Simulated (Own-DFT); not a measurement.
SiC (2H silicon carbide, strained, atoms displaced) (calculated)

A calculation, not a measurement: plane-wave PBE density functional theory by an unreviewed code, no spin, of a simulated periodic cell, stress positive in tension, free energy of the whole cell less one offset for each atom, forces on such cells passed a denser k mesh, this cell's mesh not checked; offsets are fitted by least squares, one for each functional and potential file, so energies compare only between cells with the same atoms and settings and are not formation energies; the far tail of each file's local potential was reset to the Coulomb form; each entry is a single point on an unrelaxed cell, so the pressure reflects the starting lattice, mostly measured values (interpolated for alloys), from which strain is counted, and rises with the displacements; printed positions are rounded, which can move forces by about a meV/angstrom; the program, named Own-DFT, is a retired in-house code; no spin-orbit coupling. Program: Own-DFT development build.

Settings shared by all entries: functional PBE; potential files PseudoDojo norm-conserving, scalar-relativistic, standard set; wave cutoff 42 hartree; occupations Fermi-Dirac; smearing width 0.1 eV; hardware one NVIDIA H100; k mesh 4 x 4 x 3 centred on Gamma.

(1) SiC (2H silicon carbide, strained, atoms displaced)

```
SiC
1.0
      9.1486     0.0751     0.0261
     -4.5093     7.8231    -0.1550
      0.0284    -0.1784    10.0805
Si C Si C Si C Si C Si C Si C Si C Si C Si C Si C Si C Si C Si C Si C Si C Si C Si C Si C
2 2 2 2 2 2 2 2 2 2 2 2 2 2 2 2 2 2 2 2 2 2 2 2 2 2 2 2 2 2 2 2 2 2 2 2
Direct
  0.00030 0.99396 0.00441
  0.10129 0.21570 0.25273
  0.99853 0.99500 0.18579
  0.10855 0.21958 0.44527
  0.00139 0.99808 0.49874
  0.11817 0.22218 0.74632
  0.99739 0.00299 0.68866
  0.11720 0.22812 0.93665
  0.00460 0.33924 0.00855
  0.11086 0.55915 0.24562
  0.98590 0.32615 0.18562
  0.11421 0.56127 0.43701
  0.99282 0.32535 0.50214
  0.11260 0.55904 0.74666
  0.99805 0.32663 0.68775
  0.11290 0.54324 0.93426
  0.98589 0.64285 0.00010
  0.11564 0.89735 0.25436
  0.99937 0.66389 0.19428
  0.10395 0.88622 0.43062
  0.98998 0.66507 0.50049
  0.11235 0.88959 0.75221
  0.00912 0.66734 0.68995
  0.11366 0.89220 0.93044
  0.31369 0.99293 0.00378
  0.44694 0.22901 0.25699
  0.33817 0.99767 0.17961
  0.43777 0.21581 0.43142
  0.34172 0.99773 0.50343
  0.43924 0.21868 0.74963
  0.33933 0.00258 0.68751
  0.44680 0.21871 0.94376
  0.32390 0.32660 0.99342
  0.44462 0.56156 0.24570
  0.32379 0.33315 0.17794
  0.43803 0.55353 0.44246
  0.32641 0.32677 0.48633
  0.46055 0.56232 0.74135
  0.34647 0.32988 0.67731
  0.44573 0.56300 0.93408
  0.34536 0.67264 0.99665
  0.44012 0.88732 0.25239
  0.33228 0.67049 0.18997
  0.44656 0.88200 0.43612
  0.34191 0.67131 0.49510
  0.43702 0.88806 0.75519
  0.32960 0.66233 0.68870
  0.43827 0.89617 0.94351
  0.65594 0.00092 0.00094
  0.77952 0.21871 0.24463
  0.66820 0.99740 0.18282
  0.78720 0.21939 0.43772
  0.65962 0.99827 0.49999
  0.77998 0.22126 0.75967
  0.66316 0.00258 0.68604
  0.78917 0.22515 0.94184
  0.67159 0.34215 0.00412
  0.79406 0.56622 0.24568
  0.66713 0.32394 0.19049
  0.77972 0.54869 0.43778
  0.65630 0.32845 0.50053
  0.78795 0.55880 0.75863
  0.66631 0.32482 0.68909
  0.76863 0.54331 0.93940
  0.67488 0.66416 0.99482
  0.77727 0.89107 0.24739
  0.67722 0.67601 0.17464
  0.77609 0.89590 0.44327
  0.67167 0.66969 0.50487
  0.77867 0.88884 0.74489
  0.66676 0.66592 0.68892
  0.79673 0.89466 0.94083
```

* free energy of cell above offsets: -3.640 eV
* pressure: 12.32 GPa
* stress xx: -14.16 GPa
* stress yy: -14.65 GPa
* stress zz: -8.15 GPa
* stress yz: -5.21 GPa
* stress xz: 0.04 GPa
* stress xy: 3 GPa
* wall time: 340.5 s

Force:
```tsv
element	x (eV/Å)	y (eV/Å)	z (eV/Å)
Si	0.799	2.536	-1.038
Si	0.523	1.387	-0.458
C	-0.066	0.352	1.009
C	-0.28	-0.546	-2.325
Si	-1.169	0.405	1.024
Si	-0.4	1.422	0.596
C	1.565	-1.518	-1.021
C	-1.46	-2.085	-0.376
Si	1.025	-2.012	-2.072
Si	0.96	-1.313	1.924
C	2.758	1.634	1.01
C	-0.018	-0.887	0.007
Si	0.935	2.56	0.699
Si	1.775	-2.497	0.561
C	-0.105	0.853	0.206
C	-0.834	2.541	0.545
Si	1.725	3.005	0.227
Si	0.874	-0.866	-1.948
C	1.124	2	-2.738
C	1.689	0.013	2.472
Si	2.692	0.255	-0.044
Si	-0.233	0.959	-1.491
C	-2.522	0.482	-0.511
C	-1.287	-2.745	1.62
Si	2.806	2.067	-0.731
Si	-0.113	-0.729	-4.079
C	-1.944	0.591	3.237
C	0.896	-0.296	1.625
Si	-2.069	-0.48	-0.792
Si	2.197	1.065	1.432
C	-1.503	-1.385	-0.353
C	-0.92	0.242	-1.186
Si	2.263	2.067	0.573
Si	1.013	-0.745	0.158
C	0.773	-0.008	2.52
C	2.941	-0.26	-2.033
Si	0.624	1.162	2.561
Si	-3.595	-2.217	1.62
C	-2.532	0.855	0.257
C	2.842	-1.408	-0.771
Si	-2.548	0.035	0.89
Si	1.134	1.136	-1.004
C	0.158	-0.889	-1.373
C	-0.969	1.693	-0.441
Si	-2.888	-1.566	2.044
Si	1.791	-0.075	-0.262
C	1.118	0.917	-0.763
C	0.735	-1.072	-1.266
Si	2.601	0.331	-0.502
Si	-1.244	-0.666	2.021
C	-1.271	-0.528	1.117
C	-3.591	-0.809	-1.213
Si	1.099	1.512	0.734
Si	0.375	0.136	-1.483
C	0.061	-1.375	1.101
C	-1.882	-0.204	0.304
Si	-0.053	-4.743	0.623
Si	-3.42	-2.736	1.493
C	-1.351	2.423	-0.205
C	-2.186	0.454	-0.394
Si	2.304	0.082	0.177
Si	-0.825	-1.416	-2.445
C	-0.676	1.409	0.282
C	1.501	1.903	-1.013
Si	-2.918	1.909	-0.181
Si	0.338	-0.073	0.64
C	-0.369	-2.097	2.707
C	1.402	-1.734	-1.409
Si	-0.498	-0.597	-1.48
Si	-0.513	1.33	1.66
C	2.915	0.743	-0.381
C	-4.08	-1.888	-1.897
```

(2) SiC (2H silicon carbide, strained, atoms displaced)

```
SiC
1.0
      9.1799     0.1228    -0.0413
     -4.4836     7.8926    -0.0259
     -0.0450    -0.0585     9.9360
Si C Si C Si C Si C Si C Si C Si C Si C Si C Si C Si C Si C Si C Si C Si C Si C Si C Si C
2 2 2 2 2 2 2 2 2 2 2 2 2 2 2 2 2 2 2 2 2 2 2 2 2 2 2 2 2 2 2 2 2 2 2 2
Direct
  0.00393 0.00274 0.99265
  0.11227 0.21999 0.25288
  0.01213 0.00860 0.18883
  0.11053 0.22260 0.43662
  0.00068 0.00479 0.50206
  0.10501 0.21730 0.74291
  0.99559 0.99503 0.68614
  0.11206 0.22618 0.93313
  0.99745 0.33121 0.99689
  0.10586 0.55069 0.24810
  0.99908 0.32651 0.18627
  0.10888 0.55693 0.43614
  0.99367 0.32783 0.49316
  0.10827 0.56075 0.74191
  0.00445 0.32450 0.69389
  0.11897 0.56208 0.93708
  0.98674 0.65902 0.00454
  0.11304 0.88282 0.24331
  0.99536 0.66215 0.18766
  0.10600 0.88277 0.43193
  0.99779 0.66138 0.49859
  0.10485 0.88186 0.75222
  0.99442 0.66492 0.69013
  0.10555 0.90537 0.94186
  0.34339 0.00677 0.99529
  0.44701 0.22698 0.24162
  0.33977 0.00902 0.18665
  0.44861 0.23363 0.43708
  0.32288 0.98963 0.49574
  0.44434 0.22640 0.74828
  0.32778 0.99658 0.68776
  0.44547 0.22763 0.94051
  0.33288 0.32949 0.99290
  0.44249 0.55586 0.25483
  0.32729 0.32546 0.18501
  0.44743 0.55770 0.43637
  0.33447 0.34315 0.49490
  0.42939 0.54367 0.75023
  0.33243 0.32441 0.69112
  0.44194 0.54759 0.93821
  0.34400 0.67058 0.99708
  0.44856 0.89461 0.24534
  0.32818 0.66272 0.18668
  0.44079 0.88984 0.43912
  0.33003 0.67117 0.51006
  0.44139 0.87598 0.75311
  0.33812 0.67204 0.69700
  0.45483 0.88147 0.93692
  0.65570 0.99604 0.99944
  0.79214 0.23352 0.25850
  0.67153 0.99777 0.18964
  0.77851 0.21648 0.42838
  0.66278 0.99683 0.50838
  0.77596 0.22225 0.74692
  0.66070 0.99507 0.69164
  0.77627 0.22526 0.93927
  0.66023 0.33350 0.00212
  0.78808 0.56229 0.25082
  0.66967 0.33344 0.19496
  0.77561 0.55784 0.44364
  0.67236 0.34144 0.49574
  0.76327 0.54087 0.74843
  0.67020 0.33168 0.69754
  0.78528 0.56433 0.93644
  0.66289 0.66851 0.00628
  0.77799 0.89415 0.24943
  0.66690 0.67459 0.18236
  0.77208 0.89683 0.43675
  0.65696 0.65794 0.49325
  0.77430 0.88052 0.74306
  0.66888 0.67296 0.69254
  0.77999 0.89751 0.93856
```

- free energy of cell above offsets: -4.087 eV
- pressure: 12.22 GPa
- stress xx: -12.17 GPa
- stress yy: -10.44 GPa
- stress zz: -14.04 GPa
- stress yz: -2.72 GPa
- stress xz: -2.17 GPa
- stress xy: 7.37 GPa
- wall time: 335.6 s

Force:
```tsv
element	x (eV/Å)	y (eV/Å)	z (eV/Å)
Si	-4.713	2.68	2.777
Si	0.483	0.336	-1.102
C	-1.258	-2.256	-0.648
C	0.471	0.537	0.742
Si	-0.115	-1.509	-1.298
Si	2.829	-1.255	2.141
C	-0.008	0.003	-0.01
C	0.284	-0.528	-0.176
Si	0.173	0.849	-0.145
Si	1.366	0.218	-0.59
C	-0.022	1.27	0.32
C	0.949	-1.065	0.671
Si	0.634	0.712	1.608
Si	1.158	-1.574	2.467
C	-4.059	2.654	-3.025
C	-1.066	-0.208	-0.073
Si	2.848	2.199	-1.571
Si	-0.458	1.838	0.377
C	0.782	0.357	0.185
C	-0.319	0.124	0.597
Si	-1.128	1.576	0.742
Si	0.115	1.42	0.244
C	-0.681	-0.741	-1.149
C	6.463	-4.282	-1.776
Si	-1.443	-1.416	0.441
Si	0.308	0.206	2.253
C	0.167	-1.743	-0.758
C	0.227	-1.581	-0.15
Si	-0.127	2.457	0.631
Si	1.866	-2.32	0.497
C	0.508	-0.403	0.681
C	1.36	-1.074	-1.44
Si	-2.306	0.43	1.797
Si	0.222	-0.308	-2.576
C	-0.106	2.009	0.013
C	-2.259	0.193	1.049
Si	0.675	-2.041	0.981
Si	2.445	1.214	0.696
C	-2.459	1.589	-2.03
C	0.502	0.927	-0.232
Si	-1.679	-2.25	1.125
Si	0.512	-0.843	0.959
C	0.028	0.894	0.334
C	0.869	-0.478	-0.244
Si	0.692	0.027	-2.071
Si	-0.669	4.416	-0.174
C	-1.389	-3.461	-2.239
C	-3.598	0.736	-0.314
Si	3.897	2.514	0.943
Si	-1.227	-2.417	-4.699
C	-2.495	1.775	-0.783
C	-1.077	0.608	5.186
Si	-1.175	0.498	-1.627
Si	1.937	-1.177	1.902
C	0.082	0.509	-0.187
C	-0.525	-0.657	-0.303
Si	1.907	1.301	0.255
Si	-2.735	-1.062	0.108
C	-0.12	0.963	-1.137
C	1.283	0.282	-1.565
Si	-0.461	-2.22	0.665
Si	0.901	4.061	1.156
C	-1.803	-1.088	-3.228
C	-2.599	-2.199	0.243
Si	0.827	0.725	-3.327
Si	2.057	-0.083	0.017
C	0.535	-1.348	3.478
C	2.006	-1.776	0.412
Si	0.79	3.31	2.188
Si	-0.055	2.841	2.46
C	-1.124	-4.519	-2.14
C	0.1	-1.373	-0.553
```

(3) SiC (2H silicon carbide, strained, atoms displaced)

```
SiC
1.0
      9.0882    -0.0339     0.1730
     -4.5734     7.9534    -0.1703
      0.1883    -0.1053     9.9525
Si C Si C Si C Si C Si C Si C Si C Si C Si C Si C Si C Si C Si C Si C Si C Si C Si C Si C
2 2 2 2 2 2 2 2 2 2 2 2 2 2 2 2 2 2 2 2 2 2 2 2 2 2 2 2 2 2 2 2 2 2 2 2
Direct
  0.99560 0.99582 0.99820
  0.11099 0.21963 0.24896
  0.00217 0.00976 0.19117
  0.12041 0.23219 0.44159
  0.98921 0.99548 0.49089
  0.10797 0.23191 0.74952
  0.00168 0.00806 0.68997
  0.11716 0.23606 0.93180
  0.00710 0.34797 0.00304
  0.11045 0.55417 0.24412
  0.99644 0.34123 0.18847
  0.11259 0.55740 0.43683
  0.00241 0.33876 0.49877
  0.10842 0.56676 0.75212
  0.99085 0.33269 0.68968
  0.11348 0.56557 0.93231
  0.00571 0.67134 0.01199
  0.10076 0.87965 0.24516
  0.00140 0.66786 0.19200
  0.11757 0.89215 0.43556
  0.99637 0.66015 0.49415
  0.10522 0.88343 0.75056
  0.00664 0.67563 0.68952
  0.11375 0.88587 0.94254
  0.34154 0.00893 0.98938
  0.44253 0.22594 0.24801
  0.31821 0.98874 0.18402
  0.45389 0.22675 0.44595
  0.33016 0.00030 0.49246
  0.45216 0.22211 0.75725
  0.33584 0.99844 0.68849
  0.44781 0.22244 0.93996
  0.33986 0.32858 0.00198
  0.45586 0.57067 0.24766
  0.33823 0.33153 0.18735
  0.44121 0.55178 0.44307
  0.34904 0.34732 0.50245
  0.45966 0.57085 0.74684
  0.33662 0.32986 0.69112
  0.43596 0.53640 0.94194
  0.34790 0.67551 0.01073
  0.45669 0.89692 0.24610
  0.33400 0.66935 0.18445
  0.44141 0.89023 0.43677
  0.33263 0.66577 0.49516
  0.44260 0.88524 0.74710
  0.32982 0.66549 0.69102
  0.44236 0.88315 0.93614
  0.65983 0.99245 0.00963
  0.78070 0.22529 0.24372
  0.66389 0.99834 0.18513
  0.78052 0.22844 0.43824
  0.67072 0.99681 0.49622
  0.78017 0.22276 0.75721
  0.65622 0.99041 0.68524
  0.76470 0.22098 0.94302
  0.66748 0.33587 0.99785
  0.78038 0.56154 0.25544
  0.67515 0.33095 0.19246
  0.77457 0.56190 0.43614
  0.68021 0.33110 0.49690
  0.78507 0.56048 0.75495
  0.67568 0.34165 0.68198
  0.77236 0.55562 0.93628
  0.65839 0.65702 0.00010
  0.77655 0.88475 0.24829
  0.66724 0.66522 0.19343
  0.78161 0.90099 0.44476
  0.67323 0.67140 0.49744
  0.78666 0.88531 0.74761
  0.66462 0.66780 0.68833
  0.77423 0.89706 0.94300
```

- free energy of cell above offsets: -2.474 eV
- pressure: 15.2 GPa
- stress xx: -18.98 GPa
- stress yy: -12.4 GPa
- stress zz: -14.22 GPa
- stress yz: -3.61 GPa
- stress xz: 8.17 GPa
- stress xy: -1.37 GPa
- wall time: 366.9 s

Force:
```tsv
element	x (eV/Å)	y (eV/Å)	z (eV/Å)
Si	0.182	2.046	-0.056
Si	-0.11	2.865	1.287
C	-0.049	-3.063	-1.118
C	-0.153	-1.226	-0.894
Si	4.257	3.221	2.618
Si	1.522	-0.045	-0.714
C	1.112	-0.852	-1.024
C	0.125	-1.929	2.384
Si	-0.641	-1.202	-1.631
Si	0.112	1.217	1.878
C	2.534	-1.243	-0.595
C	0.098	-0.514	-0.917
Si	0.275	-0.633	0.703
Si	1.417	-1.825	-0.71
C	1.405	1.793	-0.541
C	0.76	-0.392	2.924
Si	-0.84	-0.471	-2.825
Si	0.509	3.005	1.509
C	-0.452	-1.544	0.002
C	-2.51	-1.712	-0.599
Si	-0.192	2.361	1.197
Si	0.585	3.435	0.294
C	-1.158	-1.839	-1.747
C	-1.13	0.646	-0.79
Si	-0.375	-2.615	2.31
Si	1.621	-1.775	1.471
C	2.427	2.232	-0.349
C	-0.336	-0.175	-2.082
Si	0.915	1.5	2.145
Si	-0.993	0.359	-2.966
C	-0.703	0.071	0.102
C	0.703	0.271	-0.328
Si	-2.614	-0.583	-0.206
Si	-2.294	-3.582	1.413
C	-1.247	1.612	0.095
C	1.085	3.163	-2.199
Si	-0.514	-3.679	1.358
Si	-3.676	-4.198	1.668
C	-0.18	1.635	-0.006
C	0.12	4.024	-0.778
Si	-1.46	-1.966	-4.397
Si	-4.481	-1.363	1.449
C	0.954	0.212	2.75
C	1.89	-0.544	-0.964
Si	-0.43	0.989	1.638
Si	-0.674	0.065	0.314
C	0.631	-0.321	-1.279
C	0.61	0.882	0.364
Si	-1.178	2.149	-3.502
Si	-0.18	-0.971	1.875
C	2.489	0.919	1.904
C	3.361	-2.564	-2.106
Si	-4.381	2.441	2.045
Si	-1.924	-1.365	-1.202
C	2.521	1.628	0.275
C	3.24	-0.727	-0.072
Si	-0.493	0.7	1.678
Si	0.165	-2.029	-1.173
C	-2.803	1.582	-1.367
C	2.246	-1.237	0.585
Si	-4.521	1.716	1.268
Si	-0.953	-0.697	-1.782
C	0.358	-0.615	1.956
C	1.804	0.326	1.614
Si	-0.462	1.78	-0.022
Si	-0.323	1.835	0.521
C	1.573	0.915	-1.437
C	0.557	-4.149	-3.604
Si	-2.3	0.387	1.455
Si	-3.154	1.424	0.943
C	3.799	1.043	-1.012
C	1.923	-2.805	-1
```
